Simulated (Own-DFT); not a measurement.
Si23GeO48 (quartz with substituted atoms, atoms displaced) (calculated)

All values are calculated (Own-DFT development build). A calculation, not a measurement: plane-wave PBE and HSE06 DFT by an unreviewed code, no spin, of a simulated cell at Gamma alone, so results move with cell size and shape, stress positive in tension, energies less offsets, not probed for a lower state with spin; oxygen file: force components 24 meV/angstrom off all-electron in a glass; k mesh not checked against a denser one; forces and stress are PBE's, HSE06 gives the energy alone, and its difference from PBE has offsets of its own; offsets are fitted by least squares, one for each functional and potential file, so energies compare only between cells with the same atoms and settings and are not formation energies; the far tail of each file's local potential was reset to the Coulomb form; each entry is a single point on an unrelaxed cell, so the pressure reflects the starting lattice, mostly measured values (interpolated for alloys), from which strain is counted, and rises with the displacements; printed positions are rounded, which can move forces by about a meV/angstrom; the program, named Own-DFT, is a retired in-house code; no spin-orbit coupling.

```cif
# cell vector a (Å): 9.8268 0.0000 0.0000
# cell vector b (Å): -4.9134 8.5103 0.0000
# cell vector c (Å): 0.0000 0.0000 10.8104
data_Si23GeO48
_symmetry_space_group_name_H-M 'P 1'
_symmetry_Int_Tables_number 1
_cell_length_a 9.8268
_cell_length_b 9.8268
_cell_length_c 10.8104
_cell_angle_alpha 90.000
_cell_angle_beta 90.000
_cell_angle_gamma 120.000
_cell_volume 904.06
loop_
_atom_site_label
_atom_site_type_symbol
_atom_site_fract_x
_atom_site_fract_y
_atom_site_fract_z
_atom_site_occupancy
Si1 Si 0.22908 0.99927 0.99680 1
Si2 Si 0.99091 0.22915 0.33259 1
Si3 Si 0.26581 0.26716 0.16645 1
O1 O 0.19514 0.12037 0.06143 1
O2 O 0.42903 0.30359 0.22457 1
O3 O 0.37284 0.07836 0.40288 1
O4 O 0.07157 0.35639 0.43380 1
O5 O 0.13949 0.20593 0.27456 1
O6 O 0.28618 0.42077 0.10612 1
Si4 Si 0.23091 0.99798 0.49894 1
Ge1 Ge 0.00649 0.24144 0.83414 1
Si5 Si 0.26394 0.27173 0.66342 1
O7 O 0.20979 0.13401 0.55840 1
O8 O 0.42288 0.29099 0.72690 1
O9 O 0.37249 0.07373 0.89059 1
O10 O 0.07950 0.36758 0.94441 1
O11 O 0.13141 0.21137 0.77142 1
O12 O 0.29426 0.43398 0.61451 1
Si6 Si 0.24413 0.50111 0.99448 1
Si7 Si 0.99939 0.73255 0.34094 1
Si8 Si 0.27123 0.76517 0.16033 1
O13 O 0.19617 0.62659 0.06185 1
O14 O 0.43958 0.80042 0.22491 1
O15 O 0.37076 0.57724 0.38986 1
O16 O 0.07706 0.86706 0.44221 1
O17 O 0.13117 0.70405 0.28202 1
O18 O 0.29121 0.92526 0.10144 1
Si9 Si 0.23224 0.50390 0.50279 1
Si10 Si 0.99654 0.73150 0.82878 1
Si11 Si 0.26790 0.77295 0.67616 1
O19 O 0.21551 0.63650 0.56019 1
O20 O 0.42885 0.79777 0.72052 1
O21 O 0.36178 0.56395 0.89229 1
O22 O 0.07039 0.86711 0.93554 1
O23 O 0.14469 0.70249 0.77723 1
O24 O 0.29375 0.92266 0.60813 1
Si12 Si 0.73623 0.99369 0.99115 1
Si13 Si 0.49443 0.24419 0.33566 1
Si14 Si 0.76257 0.26772 0.16590 1
O25 O 0.71271 0.13075 0.05781 1
O26 O 0.92269 0.28752 0.22955 1
O27 O 0.87299 0.07957 0.39588 1
O28 O 0.57248 0.35929 0.44503 1
O29 O 0.64014 0.21150 0.27290 1
O30 O 0.79453 0.43512 0.10808 1
Si15 Si 0.73275 0.00523 0.49196 1
Si16 Si 0.49741 0.23319 0.83302 1
Si17 Si 0.76404 0.26637 0.66695 1
O31 O 0.70772 0.13928 0.56145 1
O32 O 0.92811 0.29870 0.72901 1
O33 O 0.87147 0.07041 0.88738 1
O34 O 0.56963 0.36746 0.94565 1
O35 O 0.62221 0.20225 0.77265 1
O36 O 0.78515 0.42839 0.60536 1
Si18 Si 0.73416 0.49679 0.99870 1
Si19 Si 0.49540 0.73207 0.32887 1
Si20 Si 0.77326 0.76718 0.17303 1
O37 O 0.71173 0.64011 0.05448 1
O38 O 0.93256 0.79534 0.21686 1
O39 O 0.85929 0.56160 0.39204 1
O40 O 0.56499 0.86700 0.44070 1
O41 O 0.63292 0.71512 0.27353 1
O42 O 0.79243 0.93126 0.10052 1
Si21 Si 0.74374 0.50240 0.49900 1
Si22 Si 0.50285 0.73733 0.82440 1
Si23 Si 0.76442 0.76210 0.66895 1
O43 O 0.70327 0.62928 0.55505 1
O44 O 0.92984 0.79575 0.73525 1
O45 O 0.86945 0.58208 0.90477 1
O46 O 0.57913 0.86641 0.94362 1
O47 O 0.63799 0.71409 0.76909 1
O48 O 0.78506 0.92922 0.60815 1
_calc_first_functional 'PBE'
_calc_second_functional 'HSE06'
_calc_exact_exchange_share 0.25
_calc_screening 0.11  # 1/bohr
_calc_exchange_divergence 'Gygi-Baldereschi'
_calc_potential_files 'PseudoDojo norm-conserving, scalar-relativistic, made for PBE, standard set'
_calc_wave_cutoff 48  # hartree
_calc_occupations 'fixed'
_calc_k_mesh '1 x 1 x 1 centred on Gamma'
_calc_PBE_energy_of_cell_above_offsets '-16.409'  # eV
_calc_HSE06_less_PBE_above_offsets '-0.262'  # eV
_calc_PBE_pressure 11.05  # GPa
_calc_PBE_stress_xx -12.28  # GPa
_calc_PBE_stress_yy -9.55  # GPa
_calc_PBE_stress_zz -11.32  # GPa
_calc_PBE_stress_yz 2.32  # GPa
_calc_PBE_stress_xz 0.04  # GPa
_calc_PBE_stress_xy -0.98  # GPa
```

Force:
```
element  x (eV/Å)  y (eV/Å)  z (eV/Å)
     Si     2.125    -0.681    -1.159
     Si     4.461     2.121    -3.187
     Si    -0.753    -2.486    -0.804
      O    -0.992     2.943      1.47
      O     1.161     0.087      0.27
      O     0.161     0.102    -1.551
      O     1.072     4.095     3.646
      O    -2.019    -0.499     1.169
      O     0.264     1.656     -0.44
     Si     2.879     1.769     2.143
     Ge    -3.669    -0.826     1.865
     Si      1.47    -2.479      1.15
      O    -1.229     0.993      0.68
      O    -0.502     0.608    -0.366
      O    -1.792    -2.407     1.778
      O    -0.721     2.909     3.496
      O     8.323    -1.493    -4.207
      O    -0.723     1.577    -1.516
     Si    -4.205    -0.983     4.941
     Si    -0.325    -0.498    -3.273
     Si    -1.226     0.338     2.744
      O     1.425    -0.826    -1.064
      O    -3.673     0.554    -3.169
      O    -1.756    -3.217     2.097
      O     -2.36    -1.748    -0.297
      O     2.349     0.577    -1.925
      O     0.634    -0.394     0.602
     Si     1.936    -2.695    -3.116
     Si     4.336    -0.754     4.385
     Si     1.056    -1.635    -4.768
      O    -2.424     2.626     1.902
      O     2.892     0.314     1.505
      O     3.971     4.471    -5.118
      O     0.102    -0.389     -0.57
      O     -4.59    -1.373     3.383
      O    -1.721     2.232    -1.309
     Si      1.37      4.61     1.939
     Si     2.949    -2.482    -1.504
     Si     1.839    -0.656    -2.132
      O    -0.778      1.34     0.127
      O    -1.393     0.979    -1.937
      O    -0.994    -4.272     1.176
      O     0.315     2.568     1.541
      O    -3.765     -0.41     2.259
      O      1.42    -1.471     1.449
     Si    -0.823    -1.635     2.564
     Si    -1.523     2.214     0.951
     Si    -0.496     0.532     1.452
      O     0.256    -1.102    -1.563
      O    -4.303     2.009    -4.091
      O    -1.379    -3.876      1.09
      O    -0.566    -1.442     -1.52
      O     3.614     0.382    -1.797
      O     2.856    -1.603     3.569
     Si    -2.422     1.521      2.06
     Si      0.86     2.186     2.649
     Si    -4.798     0.343    -4.732
      O    -0.379     0.137     1.181
      O     4.071    -0.062     3.885
      O     2.501     2.795    -3.163
      O     0.433     0.362    -0.419
      O     3.028    -0.473    -0.617
      O     2.717    -2.536     3.245
     Si    -5.299    -1.909     0.053
     Si    -1.283    -0.207     3.402
     Si      1.16     2.321    -4.326
      O    -0.122     1.892     1.448
      O    -3.533     0.925    -4.549
      O     2.061     0.149     -3.18
      O    -3.481    -4.918    -3.909
      O    -1.006    -1.727      2.01
      O     0.958     -1.07      0.01
```
